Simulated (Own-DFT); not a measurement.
Simulation results for SiC (4H silicon carbide, atoms displaced)

All values are calculated (Own-DFT development build). A calculation, not a measurement: plane-wave PBE density functional theory by an unreviewed code, no spin, of a simulated periodic cell, stress positive in tension, free energy of the whole cell less one offset for each atom, forces on such cells passed a denser k mesh, this cell's mesh not checked; offsets are fitted by least squares, one for each functional and potential file, so energies compare only between cells with the same atoms and settings and are not formation energies; the far tail of each file's local potential was reset to the Coulomb form; each entry is a single point on an unrelaxed cell, so the pressure reflects the starting lattice, mostly measured values (interpolated for alloys), from which strain is counted, and rises with the displacements; printed positions are rounded, which can move forces by about a meV/angstrom; the program, named Own-DFT, is a retired in-house code; no spin-orbit coupling.

Settings shared by all entries: functional PBE; potential files PseudoDojo norm-conserving, scalar-relativistic, standard set; wave cutoff 42 hartree; occupations Fermi-Dirac; smearing width 0.1 eV; hardware one NVIDIA H100; k mesh 4 x 4 x 3 centred on Gamma.

(1) SiC (4H silicon carbide, atoms displaced)

```xyz
72
Lattice="9.2481 0.0000 0.0000 -4.6241 8.0091 0.0000 0.0000 0.0000 10.0681" Properties=species:S:1:pos:R:3 SiC
Si     0.1175     0.0518     4.1478
Si    -0.1853     1.7910     1.5561
C      0.0256     0.0984     0.9452
C     -0.1170     1.8341     3.5040
Si     7.6542     2.6027     4.2639
Si    -1.4507     4.4925     1.6050
C      7.6841     2.6957     0.9812
C     -1.5991     4.2017     3.4648
Si     6.1463     5.1248     3.8745
Si    -3.2617     7.1351     1.7131
C     -2.8336     5.3479     0.9300
C     -2.9524     7.2566     3.3362
Si     3.0427     0.0109     4.2737
Si     3.0470     1.7023     1.5782
C      2.9772     0.0443     0.8582
C      3.1656     1.7664     3.5027
Si     1.5658     2.8647     4.0676
Si     1.5760     4.4699     1.6279
C      1.7556     2.6903     0.8992
C      1.4131     4.4590     3.7493
Si    -0.2422     5.3846     3.8121
Si    -0.0907     7.1802     1.5660
C     -0.0125     5.4311     0.8902
C      0.0188     7.0649     3.2967
Si     6.2183     0.0193     3.9514
Si     6.0408     1.7553     1.5089
C      6.0897     0.0163     0.9894
C      6.1163     1.7111     3.4446
Si     4.5800     2.5339     4.1792
Si     4.7351     4.4118     1.4588
C      4.6136     2.7109     0.9759
C      4.5075     4.3606     3.3498
Si     2.9687     5.3639     3.8968
Si     3.1427     7.0535     1.6424
C      3.1155     5.4692     0.8687
C      3.2901     7.1692     3.4392
Si     4.4734     8.0007     9.1557
Si     4.6094     6.3153     6.5972
C      4.5051     7.8546     5.9246
C      4.7410     6.3089     8.4866
Si     6.0671     5.3485     9.0295
Si     6.2209     3.6328     6.7155
C     -2.8872     5.3538     6.0119
C      6.1833     3.4282     8.6301
Si    -1.4163     2.7597     9.2466
Si     7.7283     0.8277     6.6179
C     -1.4547     2.7310     5.9656
C      7.7325     0.8384     8.5368
Si     1.6751     7.9585     9.0125
Si     1.6488     6.4540     6.6179
C      6.1633     0.1283     5.8591
C      1.5022     6.2989     8.5582
Si     3.1793     5.2307     9.3317
Si     3.0934     3.4932     6.5133
C      3.2336     5.4277     6.0689
C      2.8427     3.6908     8.3212
Si     4.4727     2.4806     9.2209
Si     4.7487     0.9044     6.6509
C      4.6074     2.8727     5.8855
C      4.4888     1.0121     8.5217
Si     3.2969     0.0775     9.0979
Si    -1.5744     6.2547     6.4996
C      3.0471     0.1697     5.9833
C     -1.5671     6.0675     8.5211
Si    -0.0058     5.2961     9.2258
Si    -0.1857     3.4785     6.7351
C     -0.0075     5.4479     6.0852
C      0.0386     3.6294     8.3591
Si     1.5586     2.5957     9.1384
Si     1.6183     0.6849     6.5819
C      1.4873     2.6266     5.9370
C      1.6537     0.8213     8.3804
```

The calculation gives: free energy of cell above offsets 14.119 eV; pressure 11.01 GPa; stress xx -8.17 GPa; stress yy -10.63 GPa; stress zz -14.23 GPa; stress yz -1.56 GPa; stress xz -1.29 GPa; stress xy -0.21 GPa; wall time 370.9 s.

Force:
| element | x (eV/Å) | y (eV/Å) | z (eV/Å) |
| --- | --- | --- | --- |
| Si | -0.358 | 0.333 | -1.736 |
| Si | 3.571 | -0.039 | 2.544 |
| C | -2.158 | -1.693 | -0.233 |
| C | 2.383 | -0.68 | -0.663 |
| Si | -0.075 | -1.516 | -3.885 |
| Si | -0.343 | -2.162 | -0.583 |
| C | -0.971 | 0.7 | -0.481 |
| C | 0.155 | 3.252 | -1.846 |
| Si | -1.393 | 2.591 | 2.886 |
| Si | 3.412 | -0.205 | -6.92 |
| C | -5.588 | 1.255 | 0.041 |
| C | -1.227 | -1.89 | 6.542 |
| Si | 1.721 | 0.748 | -5.416 |
| Si | 1.879 | 0.43 | 1.705 |
| C | 1.117 | -0.983 | 1.221 |
| C | -3.403 | -0.626 | -0.865 |
| Si | -0.788 | -8.7 | 2.435 |
| Si | -0.174 | -0.215 | -0.894 |
| C | -4.459 | 1.525 | 0.835 |
| C | -0.396 | 5.938 | -5.503 |
| Si | 2.536 | -1.312 | 5.687 |
| Si | -0.305 | 0.833 | -3.132 |
| C | 1.581 | -1.826 | 3.867 |
| C | -0.458 | 1.881 | 3.685 |
| Si | -0.124 | -1.939 | 0.361 |
| Si | 2.167 | 0.494 | 1.529 |
| C | 1.513 | -0.742 | -1.551 |
| C | 0.334 | 1.947 | 0.223 |
| Si | 1.73 | 2.278 | -3.082 |
| Si | 0.163 | 1.757 | 1.455 |
| C | -1.383 | -2.06 | -1.101 |
| C | 0.696 | 0.228 | 0.256 |
| Si | 3.081 | 0.528 | 4.111 |
| Si | -0.984 | 4.115 | -1.565 |
| C | 0.424 | -2.554 | 6.59 |
| C | -2.964 | -1.049 | 0.18 |
| Si | 5.889 | -0.904 | 0.253 |
| Si | 2.885 | -4.45 | 1.536 |
| C | 2.451 | 4.815 | 0.072 |
| C | -3.834 | -0.421 | 0.431 |
| Si | 4.141 | -1.452 | 2.193 |
| Si | -0.713 | -0.638 | -0.655 |
| C | -6.03 | -1.548 | -2.848 |
| C | -1.512 | 1.135 | -1.206 |
| Si | -1.584 | -0.711 | -2.33 |
| Si | 0.355 | 1.987 | -0.437 |
| C | -4.97 | -3.383 | 2.306 |
| C | -0.683 | 3.15 | -2.071 |
| Si | -3.36 | 1.184 | 4.137 |
| Si | -1.429 | -4.969 | -0.017 |
| C | 0.942 | -0.621 | 0.825 |
| C | 0.851 | -1.769 | -0.805 |
| Si | -1.221 | 1.44 | -9.784 |
| Si | -2.978 | 3.028 | 0.752 |
| C | -3.975 | -1.978 | -2.76 |
| C | 2.969 | -1.906 | 3.681 |
| Si | 1.512 | 8.376 | 0.048 |
| Si | -3.146 | 2.51 | -0.744 |
| C | 3.05 | -2.896 | 3.198 |
| C | 7.02 | -3.48 | -5.068 |
| Si | -8.355 | -6.374 | 1.506 |
| Si | 4.583 | 1.52 | 3.747 |
| C | 5.795 | -4.228 | 0.327 |
| C | 1.139 | 2.816 | -0.906 |
| Si | -0.198 | 1.419 | -5.008 |
| Si | 6.649 | 3.897 | -5.412 |
| C | 0.854 | -0.451 | -2.122 |
| C | -0.14 | -1.858 | 8.48 |
| Si | -0.053 | 0.342 | -2.729 |
| Si | -6.062 | 5.628 | 1.519 |
| C | -0.068 | -0.326 | 0.517 |
| C | -1.688 | 0.471 | 2.678 |

(2) SiC (4H silicon carbide, atoms displaced)

```xyz
72
Lattice="9.2481 0.0000 0.0000 -4.6241 8.0091 0.0000 0.0000 0.0000 10.0681" Properties=species:S:1:pos:R:3 SiC
Si     4.5656     7.8628     3.9811
Si    -0.0308     1.8916     1.5429
C      0.0521     0.2497     0.7803
C      0.1165     1.8024     3.4990
Si     7.5447     2.6329     4.1762
Si    -1.5592     4.5268     1.4524
C     -1.4938     2.7838     0.8152
C     -1.4774     4.3295     3.5548
Si    -2.9476     5.3911     4.1149
Si    -3.0952     7.0182     1.4841
C     -3.0388     5.3024     1.0942
C     -2.9955     7.1621     3.3328
Si     3.0746     0.0422     4.2324
Si     3.1715     1.7388     1.6793
C     -1.5610     7.9869     0.9232
C      3.0911     1.9290     3.4513
Si     1.3661     2.8201     3.9649
Si     1.5428     4.5586     1.4109
C      1.6449     2.6531     0.9285
C      1.6017     4.5022     3.5436
Si    -0.0186     5.2737     4.1853
Si     0.0130     7.1658     1.4857
C      0.1076     5.3013     0.8723
C      0.0301     7.2013     3.4656
Si     1.6234     7.9267     3.9744
Si     6.2080     1.6685     1.5756
C      1.6575     7.8931     0.9808
C      6.1736     1.7014     3.4117
Si     4.6816     2.7674     4.1099
Si     4.8717     4.3380     1.4868
C      4.5638     2.7663     1.0379
C      4.6249     4.4376     3.4899
Si     3.0282     5.2340     3.9372
Si     2.9838     7.1202     1.6305
C      3.1455     5.1942     1.0494
C      3.1579     7.0199     3.6007
Si     0.0579     0.0766     9.1286
Si     4.8139     6.1537     6.8771
C     -0.0059     0.1677     5.9261
C      4.4812     6.2044     8.6036
Si     6.1570     5.2540     9.1783
Si     6.0549     3.6443     6.6921
C      6.0435     5.2838     5.8913
C      6.2093     3.5020     8.5234
Si    -1.2978     2.8132     9.1272
Si     7.7561     0.9087     6.5467
C      7.6849     2.5789     6.1198
C      7.4903     0.7766     8.4371
Si     1.4404     8.0012     9.3284
Si     1.5809     6.0865     6.4145
C      6.2585     0.1325     5.9793
C      1.5011     6.1122     8.4999
Si     2.9363     5.2220     9.1636
Si     3.2063     3.5505     6.7278
C      3.1442     5.4696     5.9724
C      3.4060     3.5295     8.3710
Si     4.5349     2.6002     9.0075
Si     4.5982     0.9053     6.5218
C      4.7169     2.6282     5.8609
C      4.8212     0.9331     8.4346
Si    -1.5234     7.9837     9.2534
Si    -1.5092     6.2369     6.6093
C     -1.7821     8.0064     6.0606
C     -1.4190     6.2996     8.4055
Si    -0.1921     5.3469     9.1172
Si     0.0106     3.5633     6.5976
C      0.0957     5.4218     5.9229
C      0.0010     3.4875     8.5776
Si     1.5320     2.6442     9.0971
Si     1.4822     0.9935     6.6062
C      1.5126     2.4627     5.8568
C      1.5414     1.0001     8.5138
```

It finds free energy of cell above offsets 14.040 eV; pressure 11.18 GPa; stress xx -12.18 GPa; stress yy -10.47 GPa; stress zz -10.88 GPa; stress yz 1.06 GPa; stress xz -1.92 GPa; stress xy -1.07 GPa; wall time 351.5 s.

Force:
| element | x (eV/Å) | y (eV/Å) | z (eV/Å) |
| --- | --- | --- | --- |
| Si | 5.29 | 4.319 | 2.918 |
| Si | 1.876 | 0.397 | 1.105 |
| C | -0.591 | -4.164 | 4.524 |
| C | -6.13 | -2.78 | -2.782 |
| Si | 3.37 | -1.074 | 0.398 |
| Si | 4.201 | -2.693 | 3.605 |
| C | -1.172 | -0.992 | 3.022 |
| C | -0.937 | 2.033 | -1.516 |
| Si | -2.339 | -0.538 | -2.159 |
| Si | -0.683 | 4.501 | 1.477 |
| C | 0.498 | 1.903 | -4.512 |
| C | -0.764 | -1.078 | 1.91 |
| Si | -0.165 | 1.507 | -3.063 |
| Si | -1.765 | 1.585 | -1.213 |
| C | 1.061 | -0.349 | 1.63 |
| C | -0.217 | -1.652 | 2.289 |
| Si | 5.508 | -2.176 | 2.634 |
| Si | 2.281 | -4.822 | 3.48 |
| C | -0.934 | 1.218 | -0.245 |
| C | -5.68 | -0.167 | -3.187 |
| Si | 0.835 | 1.528 | -3.8 |
| Si | -0.47 | -1.774 | 2.627 |
| C | -4.808 | 3.004 | 0.094 |
| C | -1.238 | -2.086 | -0.397 |
| Si | -1.122 | 1.634 | 3.814 |
| Si | -0.02 | 3.192 | -0.908 |
| C | -4.75 | 3.04 | 0.624 |
| C | -0.04 | 0.525 | 0.038 |
| Si | -1.255 | -2.15 | -2.262 |
| Si | -5.81 | 2.311 | 4.727 |
| C | 1.862 | -6.725 | -3.78 |
| C | 2.499 | 1.449 | -1.654 |
| Si | 5.297 | 1.791 | 4.131 |
| Si | 6.596 | -2.967 | 0.45 |
| C | 1.382 | 2.92 | -1.82 |
| C | -3.37 | -0.516 | -4.389 |
| Si | -3.582 | -0.557 | -3.138 |
| Si | -4.319 | 2.884 | -4.863 |
| C | 1.318 | -3.57 | 0.085 |
| C | 2.949 | 0.092 | 2.34 |
| Si | -0.844 | 0.76 | -1.029 |
| Si | 2.48 | -2.996 | -1.285 |
| C | 3.404 | 1.038 | 2.668 |
| C | 0.195 | 1.492 | 0.85 |
| Si | -10.88 | -7.368 | 0.215 |
| Si | -1.298 | -2.112 | 3.193 |
| C | -0.541 | 5.323 | -2.199 |
| C | 4.541 | 1.681 | 1.511 |
| Si | 3.024 | -1.514 | -6.228 |
| Si | 2.283 | 5.534 | 4.499 |
| C | -3.08 | -3.598 | -2.577 |
| C | -1.759 | 0.435 | -0.111 |
| Si | 2.188 | 0.978 | 0.11 |
| Si | -1.805 | 0.592 | -8.18 |
| C | 2.05 | -3.581 | -0.448 |
| C | -8.122 | 3.793 | 2.93 |
| Si | 7.313 | -2.431 | 5.308 |
| Si | 1.481 | -1.172 | 0.565 |
| C | -1.503 | 1.002 | 3.444 |
| C | -4.35 | -1.363 | 1.013 |
| Si | 0.271 | 2.211 | -4.893 |
| Si | -0.849 | 0.023 | -1.504 |
| C | 4.542 | -1.012 | -0.669 |
| C | -4.426 | 0.257 | 1.898 |
| Si | 6.145 | -1.487 | -0.295 |
| Si | 0.269 | -1.578 | -0.369 |
| C | -4.205 | -2.581 | 1.734 |
| C | 7.011 | 5.562 | -4.922 |
| Si | 1.764 | 1.428 | 1.888 |
| Si | -1.558 | -3.94 | 1.784 |
| C | 0.592 | 8.591 | -0.028 |
| C | 1.002 | -2.97 | -1.109 |

(3) SiC (4H silicon carbide, atoms displaced)

```xyz
72
Lattice="9.2481 0.0000 0.0000 -4.6241 8.0091 0.0000 0.0000 0.0000 10.0681" Properties=species:S:1:pos:R:3 SiC
Si     9.0566     0.0643     4.1200
Si     0.0277     1.7511     1.6747
C      0.0721     0.0087     0.8587
C     -0.2167     1.7659     3.3944
Si     7.6880     2.6630     4.1328
Si    -1.4009     4.5177     1.7137
C     -1.5799     2.7857     0.8825
C     -1.5624     4.2933     3.6274
Si     6.1394     5.3596     4.0860
Si    -2.9996     7.1964     1.5569
C      6.2420     5.1960     0.8761
C     -3.0109     7.2391     3.3943
Si    -1.4961     7.9704     4.0129
Si     2.8653     1.5228     1.4985
C     -1.5862     7.7994     0.7750
C      3.0897     1.6992     3.5424
Si     1.7199     2.7508     4.1209
Si     1.6591     4.4843     1.7300
C      1.3969     2.7622     0.8983
C      1.5506     4.6401     3.5022
Si     0.0859     5.3117     4.1116
Si    -0.0183     7.2266     1.5452
C     -0.0120     5.4627     0.9931
C     -0.1116     7.2009     3.3788
Si     6.0457     0.0992     4.1642
Si     6.1060     1.8024     1.6747
C      6.1610     0.0858     0.9227
C      6.1648     1.6452     3.4745
Si     4.6171     2.5614     4.1758
Si     4.8382     4.5921     1.6038
C      4.6303     2.7181     1.0028
C      4.4580     4.3856     3.3073
Si     2.9897     5.3436     4.0888
Si     3.0883     7.1631     1.6731
C      3.0168     5.1838     0.8475
C      2.9029     7.1427     3.5303
Si     4.4975     7.9996     9.1035
Si     4.8040     6.1112     6.7261
C     -4.5160     7.9429     5.9776
C      4.7420     6.2232     8.3946
Si     6.1586     5.2724     9.1217
Si     6.1281     3.5153     6.4671
C      6.1313     5.3942     6.0638
C      6.1433     3.4841     8.3863
Si     7.4258     2.7080     8.9907
Si     7.5677     0.9514     6.4737
C      7.6024     2.5394     6.0603
C      7.8646     0.7750     8.6072
Si     6.4184     0.0455     9.1361
Si     1.5424     6.2901     6.4536
C      6.0805     0.0106     6.0362
C      1.4882     6.2167     8.4897
Si     3.0492     5.3776     9.1827
Si     3.0182     3.4972     6.5866
C      2.9786     5.3422     5.8751
C      3.2045     3.6222     8.5751
Si     4.7737     2.6515     9.1185
Si     4.7234     0.8229     6.6184
C      4.5576     2.7214     5.9253
C      4.5493     0.8272     8.6446
Si     2.9958     0.0291     9.1471
Si    -1.6254     6.2869     6.8386
C     -1.4329     7.9393     6.0188
C     -1.5543     6.4177     8.5822
Si    -0.1509     5.1884     8.9378
Si     0.0789     3.6793     6.5565
C      0.1628     5.4755     5.9918
C      0.1598     3.4234     8.3539
Si     1.5107     2.8069     9.1836
Si     1.6192     0.8206     6.7842
C      1.6380     2.5348     5.9165
C      1.3817     0.8862     8.4886
```

It finds free energy of cell above offsets 12.774 eV; pressure 11.06 GPa; stress xx -12.49 GPa; stress yy -8.02 GPa; stress zz -12.66 GPa; stress yz 0.95 GPa; stress xz 1.54 GPa; stress xy 1.96 GPa; wall time 354.3 s.

Force:
| element | x (eV/Å) | y (eV/Å) | z (eV/Å) |
| --- | --- | --- | --- |
| Si | 2.774 | -1.358 | 0.401 |
| Si | -2.299 | 1.205 | -4.866 |
| C | -0.887 | -0.622 | 2.575 |
| C | 3.22 | 0.19 | 2.753 |
| Si | -1.419 | -3.028 | 0.67 |
| Si | -1.542 | -1.804 | -2.102 |
| C | 0.286 | -1.366 | 1.091 |
| C | 0.445 | 5.153 | -1.404 |
| Si | -0.535 | 0.512 | 0.07 |
| Si | -3.353 | -3.315 | -0.268 |
| C | 2.286 | 3.546 | 0.828 |
| C | -2.715 | -2.204 | 0.63 |
| Si | -2.662 | 0.965 | 3.954 |
| Si | 2.785 | 4.633 | 0.376 |
| C | 1.231 | 3.127 | 3.47 |
| C | -0.306 | 0.886 | -2.37 |
| Si | -2.554 | -1.285 | -0.6 |
| Si | -2.948 | -0.21 | -3.816 |
| C | 1.358 | -1.504 | 3.337 |
| C | -0.462 | -4.957 | -0.668 |
| Si | -4.283 | 2.379 | 0.647 |
| Si | 1.602 | -1.301 | -1.312 |
| C | 1.398 | -1.818 | -0.348 |
| C | 3.484 | -2.423 | 0.846 |
| Si | -0.085 | -4.02 | -0.747 |
| Si | 0.872 | 0.927 | -2.988 |
| C | 0.949 | -0.658 | 1.029 |
| C | -0.371 | 4.807 | 1.224 |
| Si | -0.004 | 1.421 | -4.033 |
| Si | -5.692 | -4.048 | -2.025 |
| C | -0.38 | -0.921 | -0.638 |
| C | 2.031 | 0.947 | 4.646 |
| Si | 4.136 | 1.853 | 0.319 |
| Si | -0.817 | -0.514 | -2.147 |
| C | 3.464 | 3.499 | 3.587 |
| C | 1.558 | -0.206 | 0.112 |
| Si | 8.999 | -4.091 | 1.968 |
| Si | -7.286 | 3.725 | -4.042 |
| C | -1.847 | 0.55 | 0.171 |
| C | -2.1 | -0.124 | 6.026 |
| Si | 0.432 | 1.191 | 0.072 |
| Si | -0.679 | 1.291 | 1.464 |
| C | 4.947 | -3.729 | -3.063 |
| C | -2.613 | 4.241 | -3.158 |
| Si | 9.554 | -4.212 | 4.712 |
| Si | 4.19 | -6.565 | 3.729 |
| C | 1.898 | 6.587 | -2.956 |
| C | -7.93 | 7.408 | -5.793 |
| Si | -6.667 | -3.039 | 1.144 |
| Si | 3.729 | -0.03 | 5.124 |
| C | 3.045 | 0.013 | -2.557 |
| C | 0.864 | 0.411 | -0.75 |
| Si | 0.057 | -0.327 | -3.297 |
| Si | 0.751 | 2.409 | 1.532 |
| C | 2.623 | -0.933 | 2.12 |
| C | -1.401 | -1.399 | -1.51 |
| Si | -4.8 | -1.288 | 2.431 |
| Si | -5.302 | 2.359 | 3.091 |
| C | 1.219 | -1.504 | 1.773 |
| C | 3.22 | 1.8 | -2.67 |
| Si | -0.249 | 2.839 | -2.08 |
| Si | 1.877 | 0.012 | -4.515 |
| C | -1.221 | 0.668 | -0.323 |
| C | -0.853 | -6.468 | -0.486 |
| Si | 3.113 | 2.899 | 3.172 |
| Si | 0.583 | -2.458 | -0.701 |
| C | -6.2 | -3.58 | -1.315 |
| C | -5.969 | 3.175 | -0.44 |
| Si | 3.668 | -2.851 | -0.665 |
| Si | -0.613 | 0.245 | -5.131 |
| C | -2.127 | 1.266 | 1.19 |
| C | 2.524 | 1.023 | 3.5 |
